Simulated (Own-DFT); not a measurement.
# Computed records: GaP (zincblende, strained, atoms displaced)

A calculation, not a measurement: plane-wave PBE density functional theory by an unreviewed code, no spin, of a simulated periodic cell, stress positive in tension, free energy of the whole cell less one offset for each atom, forces on such cells passed a denser k mesh, this cell's mesh not checked; offsets are fitted by least squares, one for each functional and potential file, so energies compare only between cells with the same atoms and settings and are not formation energies; the far tail of each file's local potential was reset to the Coulomb form; each entry is a single point on an unrelaxed cell, so the pressure reflects the starting lattice, mostly measured values (interpolated for alloys), from which strain is counted, and rises with the displacements; printed positions are rounded, which can move forces by about a meV/angstrom; the program, named Own-DFT, is a retired in-house code; no spin-orbit coupling; before rounding, a Quantum ESPRESSO 7.3.1 run of the same cell and cutoff gave forces within 1 meV/angstrom rms on each cell, which checks the program and not the settings. Program: Own-DFT development build.

Common to all runs: functional PBE; potential files PseudoDojo norm-conserving, scalar-relativistic, standard set; wave cutoff 42 hartree; occupations Fermi-Dirac; smearing width 0.1 eV; k mesh 3 x 3 x 3 centred on Gamma.

(1) GaP (zincblende, strained, atoms displaced)

```cif
# cell vector a (Å): 10.8620 0.0000 0.0000
# cell vector b (Å): 0.0000 10.8620 0.0000
# cell vector c (Å): 0.0000 0.0000 10.9439
data_GaP
_symmetry_space_group_name_H-M 'P 1'
_symmetry_Int_Tables_number 1
_cell_length_a 10.8620
_cell_length_b 10.8620
_cell_length_c 10.9439
_cell_angle_alpha 90.000
_cell_angle_beta 90.000
_cell_angle_gamma 90.000
_cell_volume 1291.19
loop_
_atom_site_label
_atom_site_type_symbol
_atom_site_fract_x
_atom_site_fract_y
_atom_site_fract_z
_atom_site_occupancy
Ga1 Ga 0.99812 0.00883 0.00392 1
Ga2 Ga 0.00444 0.25212 0.25659 1
Ga3 Ga 0.25326 0.99250 0.23890 1
Ga4 Ga 0.24630 0.26415 0.01133 1
P1 P 0.10833 0.11647 0.13577 1
P2 P 0.13793 0.37653 0.36425 1
P3 P 0.37456 0.13177 0.37919 1
P4 P 0.36367 0.37187 0.12239 1
Ga5 Ga 0.00402 0.98790 0.50603 1
Ga6 Ga 0.99399 0.26468 0.73892 1
Ga7 Ga 0.22778 0.99972 0.75972 1
Ga8 Ga 0.25468 0.25809 0.50663 1
P5 P 0.11805 0.12794 0.61773 1
P6 P 0.13219 0.36517 0.86603 1
P7 P 0.38293 0.13471 0.87205 1
P8 P 0.37484 0.37248 0.63063 1
Ga9 Ga 0.99649 0.49674 0.00246 1
Ga10 Ga 0.99576 0.73785 0.25826 1
Ga11 Ga 0.24029 0.49266 0.24538 1
Ga12 Ga 0.24389 0.75079 0.99666 1
P9 P 0.11562 0.62589 0.13598 1
P10 P 0.12790 0.87115 0.37196 1
P11 P 0.36253 0.62738 0.38157 1
P12 P 0.37471 0.88524 0.12584 1
Ga13 Ga 0.99511 0.49332 0.49800 1
Ga14 Ga 0.99590 0.75031 0.74685 1
Ga15 Ga 0.24209 0.51597 0.75397 1
Ga16 Ga 0.24903 0.76325 0.49962 1
P13 P 0.12372 0.62798 0.63276 1
P14 P 0.12809 0.87048 0.87434 1
P15 P 0.36800 0.62918 0.87493 1
P16 P 0.36713 0.87038 0.61479 1
Ga17 Ga 0.49809 0.02173 0.00789 1
Ga18 Ga 0.49547 0.24565 0.25521 1
Ga19 Ga 0.75710 0.00983 0.23904 1
Ga20 Ga 0.74494 0.25848 0.00131 1
P17 P 0.63373 0.12428 0.10942 1
P18 P 0.62547 0.36779 0.38221 1
P19 P 0.87115 0.11998 0.37393 1
P20 P 0.87858 0.37852 0.12696 1
Ga21 Ga 0.49296 0.99329 0.50235 1
Ga22 Ga 0.50492 0.24491 0.73758 1
Ga23 Ga 0.74513 0.99692 0.73853 1
Ga24 Ga 0.75152 0.24551 0.48803 1
P21 P 0.62729 0.13810 0.63687 1
P22 P 0.61606 0.36733 0.87657 1
P23 P 0.88378 0.12982 0.86865 1
P24 P 0.87504 0.39180 0.63252 1
Ga25 Ga 0.49198 0.50198 0.01821 1
Ga26 Ga 0.49338 0.74840 0.26332 1
Ga27 Ga 0.74245 0.50956 0.25275 1
Ga28 Ga 0.74446 0.74208 0.00281 1
P25 P 0.63760 0.63549 0.12141 1
P26 P 0.61626 0.87023 0.38104 1
P27 P 0.87544 0.61644 0.38238 1
P28 P 0.87460 0.87963 0.12281 1
Ga29 Ga 0.50834 0.50017 0.50108 1
Ga30 Ga 0.49734 0.75438 0.76963 1
Ga31 Ga 0.75795 0.49605 0.75751 1
Ga32 Ga 0.75098 0.75570 0.50556 1
P29 P 0.61107 0.59986 0.61736 1
P30 P 0.61883 0.86778 0.87067 1
P31 P 0.88284 0.61229 0.86473 1
P32 P 0.87071 0.87913 0.63737 1
```

* free energy of cell above offsets: -26.565 eV
* pressure: 5.17 GPa
* stress xx: -5.53 GPa
* stress yy: -5.15 GPa
* stress zz: -4.83 GPa
* stress yz: -0.35 GPa
* stress xz: -0.6 GPa
* stress xy: -0.77 GPa

Force:
```tsv
element	x (eV/Å)	y (eV/Å)	z (eV/Å)
Ga	-0.314	-0.994	-1.417
Ga	-0.903	-0.002	0.009
Ga	-1.153	1.667	1.911
Ga	-1.413	-2.947	-1.951
P	2.224	1.177	-0.287
P	-2.062	-1.296	2.799
P	-0.596	-1.373	-0.162
P	2.098	1.134	2.269
Ga	-0.404	0.506	-0.753
Ga	0.71	-1.433	0.561
Ga	2.322	1.394	-1.528
Ga	-0.424	-0.588	-0.508
P	0.221	0.275	0.545
P	-0.643	1.376	0.785
P	-1.76	-0.519	0.334
P	0.006	1.504	-0.034
Ga	1.125	-0.169	-0.638
Ga	-0.526	1.474	0.079
Ga	1.632	2.192	-0.595
Ga	0.439	-0.191	1.356
P	0.896	-0.316	-1.928
P	-0.863	0.345	-0.377
P	0.62	-1.359	-0.697
P	1.285	-1.85	-1.225
Ga	1.753	0.286	0.158
Ga	0.317	-0.064	0.723
Ga	0.775	-1.863	0.109
Ga	-1.108	-1.981	-0.168
P	-0.495	0.485	-2.244
P	-2.223	-0.037	0.982
P	0.636	-0.582	1.377
P	0.984	1.321	3.175
Ga	-0.92	-2	-1.603
Ga	0.791	0.243	-0.898
Ga	-1.174	-1.028	0.562
Ga	1.51	0.009	-0.867
P	-0.082	0.978	2.558
P	-0.551	1.033	-1.795
P	1.304	0.008	0.441
P	-0.973	-0.386	0.724
Ga	0.473	1.23	0.17
Ga	-1.899	1.832	2.134
Ga	-0.562	1.186	2.307
Ga	0.38	0.182	1.942
P	1.556	-2.562	-3.313
P	0.157	1.49	0.104
P	-1.233	-0.034	0.114
P	-0.381	-2.003	-2.161
Ga	0.749	0.328	-1.585
Ga	-0.145	-0.02	-1.04
Ga	0.613	-1.265	0.164
Ga	2.437	2.009	-2.635
P	-3.416	-1.863	2.351
P	1.518	1.053	-0.544
P	-0.902	1.146	-0.081
P	0.167	-1.382	0.014
Ga	-3.711	-2.514	-2.661
Ga	-1.303	-1.491	-3.208
Ga	-2.985	-0.015	-0.061
Ga	-0.665	-1.194	0.155
P	3.771	4.507	4.244
P	1.754	2.141	1.773
P	-0.278	1.877	1.791
P	0.844	-1.069	-1.754
```

(2) GaP (zincblende, strained, atoms displaced)

```cif
# cell vector a (Å): 10.8620 0.0000 0.0000
# cell vector b (Å): 0.0000 10.8620 0.0000
# cell vector c (Å): 0.0000 0.0000 10.9439
data_GaP
_symmetry_space_group_name_H-M 'P 1'
_symmetry_Int_Tables_number 1
_cell_length_a 10.8620
_cell_length_b 10.8620
_cell_length_c 10.9439
_cell_angle_alpha 90.000
_cell_angle_beta 90.000
_cell_angle_gamma 90.000
_cell_volume 1291.19
loop_
_atom_site_label
_atom_site_type_symbol
_atom_site_fract_x
_atom_site_fract_y
_atom_site_fract_z
_atom_site_occupancy
Ga1 Ga 0.99820 0.99785 0.99282 1
Ga2 Ga 0.00383 0.24575 0.26302 1
Ga3 Ga 0.23921 0.00528 0.24490 1
Ga4 Ga 0.24300 0.24820 0.01456 1
P1 P 0.13653 0.10763 0.11757 1
P2 P 0.13640 0.36201 0.37776 1
P3 P 0.38576 0.11954 0.37779 1
P4 P 0.37729 0.37231 0.11392 1
Ga5 Ga 0.00159 0.99975 0.49356 1
Ga6 Ga 0.00052 0.25117 0.74607 1
Ga7 Ga 0.24813 0.01038 0.74565 1
Ga8 Ga 0.24693 0.24205 0.50109 1
P5 P 0.13053 0.12246 0.63969 1
P6 P 0.11490 0.37494 0.87056 1
P7 P 0.37856 0.12082 0.88186 1
P8 P 0.36829 0.37461 0.62528 1
Ga9 Ga 0.00371 0.49391 0.01159 1
Ga10 Ga 0.98767 0.74748 0.24054 1
Ga11 Ga 0.25511 0.50116 0.25543 1
Ga12 Ga 0.25962 0.77087 0.98977 1
P9 P 0.11076 0.61478 0.13379 1
P10 P 0.12554 0.87805 0.36810 1
P11 P 0.37256 0.61214 0.36232 1
P12 P 0.37167 0.86486 0.12124 1
Ga13 Ga 0.00521 0.49548 0.51036 1
Ga14 Ga 0.99254 0.75530 0.74677 1
Ga15 Ga 0.25880 0.49021 0.73507 1
Ga16 Ga 0.25060 0.75165 0.49251 1
P13 P 0.11549 0.62124 0.62138 1
P14 P 0.12035 0.87532 0.87205 1
P15 P 0.37706 0.63598 0.87235 1
P16 P 0.38045 0.86496 0.62362 1
Ga17 Ga 0.50036 0.00951 0.00115 1
Ga18 Ga 0.49503 0.26036 0.24951 1
Ga19 Ga 0.74906 0.00590 0.25537 1
Ga20 Ga 0.76615 0.24728 0.98342 1
P17 P 0.61739 0.12882 0.11713 1
P18 P 0.64185 0.36135 0.38124 1
P19 P 0.87919 0.12299 0.38154 1
P20 P 0.87462 0.38503 0.13334 1
Ga21 Ga 0.48872 0.99150 0.49248 1
Ga22 Ga 0.48985 0.25450 0.75085 1
Ga23 Ga 0.75198 0.00826 0.75013 1
Ga24 Ga 0.73626 0.25385 0.51456 1
P21 P 0.62446 0.13094 0.62536 1
P22 P 0.62676 0.38784 0.87152 1
P23 P 0.87198 0.12602 0.89276 1
P24 P 0.88330 0.37152 0.63560 1
Ga25 Ga 0.48619 0.49196 0.99844 1
Ga26 Ga 0.49919 0.73799 0.25294 1
Ga27 Ga 0.75406 0.51447 0.25050 1
Ga28 Ga 0.74486 0.74817 0.99344 1
P25 P 0.62919 0.63323 0.11840 1
P26 P 0.62346 0.87979 0.36891 1
P27 P 0.87801 0.61542 0.38166 1
P28 P 0.87648 0.88692 0.12705 1
Ga29 Ga 0.49946 0.49870 0.49794 1
Ga30 Ga 0.49762 0.75302 0.75036 1
Ga31 Ga 0.73928 0.49734 0.73726 1
Ga32 Ga 0.74294 0.76416 0.49527 1
P29 P 0.63456 0.63527 0.62321 1
P30 P 0.62356 0.86806 0.86623 1
P31 P 0.87164 0.61614 0.86818 1
P32 P 0.85962 0.86481 0.62123 1
```

- free energy of cell above offsets: -27.201 eV
- pressure: 4.94 GPa
- stress xx: -5 GPa
- stress yy: -5.17 GPa
- stress zz: -4.67 GPa
- stress yz: 0.91 GPa
- stress xz: -1.26 GPa
- stress xy: 0.4 GPa

Force:
```tsv
element	x (eV/Å)	y (eV/Å)	z (eV/Å)
Ga	0.547	-0.365	0.854
Ga	-0.214	0.002	-1.541
Ga	2.722	-1.732	1.615
Ga	0.091	0.214	-2.234
P	-2.854	2.119	-0.414
P	-0.697	1.397	-0.078
P	-2.053	1.255	-1.299
P	-1.338	0.032	2.116
Ga	0.151	-0.826	1.374
Ga	0.078	-1.185	1.572
Ga	1.929	-2.317	1.807
Ga	0.941	-0.726	0.477
P	-1.993	0.984	-2.718
P	1.681	0.069	0.862
P	-1.265	1.144	-0.945
P	1.732	-1.414	-1.968
Ga	-0.872	0.125	-1.7
Ga	0.327	0.011	1.115
Ga	-2.04	-1.808	-2.166
Ga	-1.701	-2.158	-0.248
P	2.329	1.304	-0.304
P	-0.38	-0.781	0.159
P	1.394	1.793	2.618
P	1.396	1.955	1.827
Ga	-0.523	-1.058	-1.456
Ga	-0.127	-1.046	0.254
Ga	-2.309	2.477	2.504
Ga	-0.397	-0.672	0.086
P	1.921	1.341	0.794
P	0.143	0.378	-0.937
P	-0.86	-1.691	-0.104
P	-1.398	1.099	-0.293
Ga	0.21	-2.431	-0.13
Ga	1.093	-0.874	0.302
Ga	-0.065	0.574	-0.971
Ga	-3.703	3.888	3.638
P	1.558	0.953	1.129
P	-2.209	2.668	-2.157
P	-1.193	0.817	0.211
P	-0.045	-2.097	-0.275
Ga	1.68	-0.219	1.295
Ga	0.968	-0.217	0.586
Ga	-0.361	-0.617	0.146
Ga	3.063	-0.613	0.284
P	-1.592	-1.468	0.857
P	-0.587	-1.618	0.277
P	2.713	-2.44	-4.316
P	-1.73	0.411	-1.528
Ga	1.868	2.127	-1.025
Ga	0.331	0.915	-0.918
Ga	-0.783	-0.808	0.015
Ga	1.406	0.597	-0.492
P	-1.179	-1.531	0.81
P	-0.7	-0.503	-0.121
P	-0.092	1.577	0.391
P	-0.968	-0.911	-0.556
Ga	0.9	-0.132	0.17
Ga	0.951	-0.849	-0.37
Ga	1.279	0.49	0.539
Ga	0.006	-1.845	-1.184
P	-1.857	-0.53	-0.707
P	0.245	1.872	0.91
P	0.33	0.385	0.725
P	2.1	2.511	0.835
```

(3) GaP (zincblende, strained, atoms displaced)

```cif
# cell vector a (Å): 10.8620 0.0000 0.0000
# cell vector b (Å): 0.0000 10.8620 0.0000
# cell vector c (Å): 0.0000 0.0000 10.9439
data_GaP
_symmetry_space_group_name_H-M 'P 1'
_symmetry_Int_Tables_number 1
_cell_length_a 10.8620
_cell_length_b 10.8620
_cell_length_c 10.9439
_cell_angle_alpha 90.000
_cell_angle_beta 90.000
_cell_angle_gamma 90.000
_cell_volume 1291.19
loop_
_atom_site_label
_atom_site_type_symbol
_atom_site_fract_x
_atom_site_fract_y
_atom_site_fract_z
_atom_site_occupancy
Ga1 Ga 0.00550 0.00029 0.00466 1
Ga2 Ga 0.99434 0.24949 0.24499 1
Ga3 Ga 0.24780 0.00170 0.26080 1
Ga4 Ga 0.24710 0.24464 0.99696 1
P1 P 0.11890 0.13625 0.11854 1
P2 P 0.12928 0.36675 0.37951 1
P3 P 0.36899 0.13036 0.38228 1
P4 P 0.36867 0.37278 0.13669 1
Ga5 Ga 0.98879 0.00804 0.49397 1
Ga6 Ga 0.98752 0.25924 0.75807 1
Ga7 Ga 0.25301 0.01166 0.75060 1
Ga8 Ga 0.24982 0.23931 0.49523 1
P5 P 0.12220 0.11872 0.62920 1
P6 P 0.11450 0.37379 0.87397 1
P7 P 0.38215 0.13300 0.87710 1
P8 P 0.37253 0.37861 0.62737 1
Ga9 Ga 0.00670 0.48979 0.00391 1
Ga10 Ga 0.00320 0.74848 0.24996 1
Ga11 Ga 0.24156 0.50240 0.23898 1
Ga12 Ga 0.24823 0.74878 0.98539 1
P9 P 0.13308 0.62617 0.12631 1
P10 P 0.12655 0.85679 0.37463 1
P11 P 0.37640 0.63654 0.36451 1
P12 P 0.37868 0.86543 0.12310 1
Ga13 Ga 0.99575 0.48740 0.50259 1
Ga14 Ga 0.99723 0.75294 0.75294 1
Ga15 Ga 0.24522 0.50155 0.74138 1
Ga16 Ga 0.24768 0.75761 0.49616 1
P13 P 0.12277 0.61694 0.62055 1
P14 P 0.13508 0.89163 0.87142 1
P15 P 0.38191 0.63208 0.89031 1
P16 P 0.37570 0.87913 0.63118 1
Ga17 Ga 0.50311 0.99020 0.00028 1
Ga18 Ga 0.50786 0.23762 0.25104 1
Ga19 Ga 0.74143 0.00729 0.25382 1
Ga20 Ga 0.75578 0.26015 0.99863 1
P17 P 0.61998 0.13474 0.11994 1
P18 P 0.62665 0.37505 0.37491 1
P19 P 0.87375 0.12562 0.37616 1
P20 P 0.88206 0.38585 0.11893 1
Ga21 Ga 0.49506 0.01249 0.50726 1
Ga22 Ga 0.48827 0.24643 0.75074 1
Ga23 Ga 0.75160 0.98922 0.74516 1
Ga24 Ga 0.73782 0.24379 0.49596 1
P21 P 0.64192 0.12556 0.60451 1
P22 P 0.63382 0.37565 0.88110 1
P23 P 0.86579 0.11144 0.88111 1
P24 P 0.86577 0.38778 0.62981 1
Ga25 Ga 0.50409 0.50688 0.00166 1
Ga26 Ga 0.50359 0.74545 0.24934 1
Ga27 Ga 0.74450 0.50245 0.25043 1
Ga28 Ga 0.74370 0.75481 0.00554 1
P25 P 0.63358 0.61560 0.12152 1
P26 P 0.61768 0.87326 0.37432 1
P27 P 0.86525 0.61465 0.35719 1
P28 P 0.88007 0.87674 0.12026 1
Ga29 Ga 0.50653 0.48590 0.49745 1
Ga30 Ga 0.49915 0.74093 0.74674 1
Ga31 Ga 0.75698 0.48832 0.74096 1
Ga32 Ga 0.75055 0.73878 0.49627 1
P29 P 0.63980 0.62294 0.60965 1
P30 P 0.62820 0.88026 0.87828 1
P31 P 0.87989 0.62546 0.88265 1
P32 P 0.86711 0.87142 0.62922 1
```

* free energy of cell above offsets: -28.178 eV
* pressure: 4.74 GPa
* stress xx: -5.11 GPa
* stress yy: -4.64 GPa
* stress zz: -4.47 GPa
* stress yz: 0.66 GPa
* stress xz: 1.12 GPa
* stress xy: 0.49 GPa

Force:
```tsv
element	x (eV/Å)	y (eV/Å)	z (eV/Å)
Ga	-0.2	-0.013	-0.561
Ga	0.18	0.682	0.55
Ga	-0.106	-0.513	-1.255
Ga	0.454	1.407	0.012
P	0.617	-1.465	1.193
P	-0.865	0.694	-0.847
P	1.615	-1.274	-1.434
P	1.037	-0.419	-1.354
Ga	1.282	-1.867	1.199
Ga	-0.407	-1.503	-0.661
Ga	0.833	-0.151	0.01
Ga	-1.139	1.373	2.106
P	-0.792	1.284	-0.62
P	2.014	-0.034	-0.274
P	-0.776	-1.696	0.765
P	0.155	-0.83	-0.655
Ga	0.511	2.453	-0.51
Ga	-0.92	-0.606	-0.882
Ga	1.115	-0.533	2.155
Ga	-0.605	1.163	1.469
P	-1.489	0.71	-1.622
P	-1.394	3.001	-0.24
P	-0.699	-2.062	1.49
P	-0.739	0.962	0.162
Ga	0.276	0.738	-1.14
Ga	0.661	-0.21	0.145
Ga	0.332	0.027	1.609
Ga	1.483	-1.519	1.464
P	-0.348	1.605	-0.268
P	-1.055	-1.456	0.256
P	-0.21	-1.363	-2.544
P	-0.099	-0.16	-0.312
Ga	-0.653	0.945	0.474
Ga	-1.477	1.511	0.725
Ga	0.202	-0.723	-0.616
Ga	0.358	-1.009	0.483
P	1.208	-1.226	-0.577
P	0.064	-0.961	-1.094
P	-0.624	0.989	-1.067
P	-1.561	-1.438	1.797
Ga	0.143	-1.341	-0.617
Ga	2.298	1.204	-0.907
Ga	-0.723	1.328	0.5
Ga	3.043	3.032	-1.698
P	-3.017	-2.24	4.353
P	-1.52	0.425	-1.524
P	0.56	1.176	-0.497
P	2.287	-4.253	-2.895
Ga	-0.35	-1.683	0.452
Ga	0.729	0.259	-0.929
Ga	-0.198	-1.802	-1.109
Ga	1.128	-0.411	-0.481
P	-0.971	1.47	0.399
P	0.48	0.502	0.491
P	2.39	1.499	2.394
P	-0.563	0.022	1.235
Ga	-1.124	1.935	0.219
Ga	0.836	0.44	-0.059
Ga	-2.632	3.577	3.484
Ga	1.066	1.884	-1.597
P	-2.413	-1.581	2.402
P	-0.464	-1.126	-1.07
P	-0.491	-0.167	-0.35
P	1.268	-0.661	-1.728
```

(4) GaP (zincblende, strained, atoms displaced)

```cif
# cell vector a (Å): 10.8620 0.0000 0.0000
# cell vector b (Å): 0.0000 10.8620 0.0000
# cell vector c (Å): 0.0000 0.0000 10.9439
data_GaP
_symmetry_space_group_name_H-M 'P 1'
_symmetry_Int_Tables_number 1
_cell_length_a 10.8620
_cell_length_b 10.8620
_cell_length_c 10.9439
_cell_angle_alpha 90.000
_cell_angle_beta 90.000
_cell_angle_gamma 90.000
_cell_volume 1291.19
loop_
_atom_site_label
_atom_site_type_symbol
_atom_site_fract_x
_atom_site_fract_y
_atom_site_fract_z
_atom_site_occupancy
Ga1 Ga 0.99398 0.99792 0.99946 1
Ga2 Ga 0.98602 0.23380 0.25194 1
Ga3 Ga 0.26490 0.00800 0.24063 1
Ga4 Ga 0.25261 0.25033 0.00025 1
P1 P 0.12692 0.12880 0.13719 1
P2 P 0.13038 0.38335 0.37968 1
P3 P 0.36428 0.12567 0.37015 1
P4 P 0.37091 0.37445 0.13569 1
Ga5 Ga 0.01095 0.99526 0.48107 1
Ga6 Ga 0.00872 0.24574 0.74600 1
Ga7 Ga 0.24351 0.00951 0.73943 1
Ga8 Ga 0.26037 0.25938 0.49992 1
P5 P 0.11089 0.13486 0.62565 1
P6 P 0.12529 0.39153 0.88103 1
P7 P 0.37227 0.13603 0.87723 1
P8 P 0.37010 0.38897 0.63595 1
Ga9 Ga 0.00062 0.49659 0.99462 1
Ga10 Ga 0.01111 0.75716 0.25027 1
Ga11 Ga 0.25356 0.49515 0.25170 1
Ga12 Ga 0.24761 0.74443 0.00310 1
P9 P 0.13571 0.62928 0.12954 1
P10 P 0.13282 0.87568 0.37140 1
P11 P 0.37551 0.62712 0.37695 1
P12 P 0.37000 0.87240 0.12793 1
Ga13 Ga 0.99473 0.50897 0.50841 1
Ga14 Ga 0.99588 0.74169 0.75419 1
Ga15 Ga 0.25722 0.50048 0.74359 1
Ga16 Ga 0.24552 0.75771 0.50675 1
P13 P 0.12679 0.63174 0.62454 1
P14 P 0.12751 0.88511 0.87364 1
P15 P 0.37640 0.60971 0.86700 1
P16 P 0.36925 0.89101 0.62369 1
Ga17 Ga 0.49341 0.99737 0.00040 1
Ga18 Ga 0.50375 0.24601 0.25612 1
Ga19 Ga 0.75090 0.00438 0.24431 1
Ga20 Ga 0.74043 0.26318 0.01013 1
P17 P 0.62563 0.13028 0.11475 1
P18 P 0.62326 0.39161 0.36322 1
P19 P 0.86439 0.11956 0.37565 1
P20 P 0.87283 0.37672 0.13964 1
Ga21 Ga 0.49398 0.99735 0.50067 1
Ga22 Ga 0.49926 0.26508 0.74462 1
Ga23 Ga 0.75308 0.00259 0.74992 1
Ga24 Ga 0.75712 0.25281 0.49032 1
P21 P 0.62428 0.13689 0.61550 1
P22 P 0.62449 0.38270 0.88002 1
P23 P 0.86804 0.12728 0.87451 1
P24 P 0.87383 0.36676 0.61950 1
Ga25 Ga 0.50380 0.49553 0.00537 1
Ga26 Ga 0.49563 0.74861 0.24149 1
Ga27 Ga 0.75679 0.49753 0.24186 1
Ga28 Ga 0.74479 0.75325 0.99455 1
P25 P 0.62177 0.62493 0.11945 1
P26 P 0.62013 0.87419 0.37683 1
P27 P 0.88474 0.62929 0.36531 1
P28 P 0.87252 0.88473 0.11745 1
Ga29 Ga 0.48968 0.49310 0.50812 1
Ga30 Ga 0.50184 0.75820 0.73702 1
Ga31 Ga 0.75048 0.50107 0.75185 1
Ga32 Ga 0.75829 0.75674 0.51061 1
P29 P 0.62441 0.62755 0.61879 1
P30 P 0.62285 0.87325 0.89120 1
P31 P 0.87930 0.63643 0.86067 1
P32 P 0.86523 0.87624 0.62421 1
```

* free energy of cell above offsets: -29.265 eV
* pressure: 4.37 GPa
* stress xx: -4.6 GPa
* stress yy: -4.56 GPa
* stress zz: -3.95 GPa
* stress yz: -1.06 GPa
* stress xz: 1.64 GPa
* stress xy: 0.39 GPa

Force:
```tsv
element	x (eV/Å)	y (eV/Å)	z (eV/Å)
Ga	1.034	1.321	-0.51
Ga	1.264	1.388	0.654
Ga	-1.715	-0.764	0.323
Ga	-0.94	0.919	0.821
P	-0.504	-0.38	-1.793
P	-1.348	-0.787	0.146
P	1.926	0.527	1.482
P	1.163	-0.647	-1.198
Ga	-1.514	0.776	1.716
Ga	-2.091	2.032	2.481
Ga	-0.191	0.685	1.171
Ga	-1.233	-0.104	0.216
P	2.512	-1.793	-2.671
P	1.072	-2.429	-1.719
P	0.566	-0.971	-1.16
P	1.081	-2.883	-1.94
Ga	-1.158	1.764	1.617
Ga	-0.824	-0.114	-0.895
Ga	-0.348	1.068	0.627
Ga	0.594	0.472	-1.667
P	-1.431	-1.035	-0.085
P	0.997	0.4	-0.632
P	-0.332	0.075	0.285
P	0.522	0.014	-1.063
Ga	0.446	-0.54	-0.846
Ga	2.398	3.142	-2.01
Ga	-3.016	1.688	1.522
Ga	0.826	-0.356	-0.685
P	-0.224	-0.465	0.618
P	-0.216	-1.091	0.002
P	0.822	2.254	1.081
P	0.064	-1.345	0.424
Ga	-0.191	0.649	0.132
Ga	-0.079	0.272	-0.49
Ga	-1.24	-0.549	-0.021
Ga	1.274	-0.178	-1.051
P	-0.985	-0.897	1.355
P	-0.15	-1.405	1.545
P	0.98	-0.562	0.073
P	1.55	-1.114	-2.448
Ga	0.739	1.219	-0.941
Ga	0.593	-0.984	0.782
Ga	-1.283	0.19	0.185
Ga	-1.541	0.767	-0.11
P	-0.341	-0.627	0.622
P	0.312	-0.392	-0.733
P	0.68	0.961	0.543
P	0.374	1.147	0.998
Ga	-1.33	0.103	0.019
Ga	0.624	-0.099	1.221
Ga	-1.189	2.448	1.15
Ga	1.284	-1.015	0.919
P	0.941	0.212	0.383
P	0.519	-0.045	-0.576
P	-0.958	0.198	0.873
P	-0.044	-1.76	1.127
Ga	1.249	1.474	-1.393
Ga	-0.251	-0.365	1.28
Ga	-0.036	0.048	-0.705
Ga	-1.335	-1.516	-2.461
P	0.143	-0.48	0.258
P	-0.866	1.055	-2.912
P	-2.32	-2.647	3.246
P	2.678	1.072	0.819
```
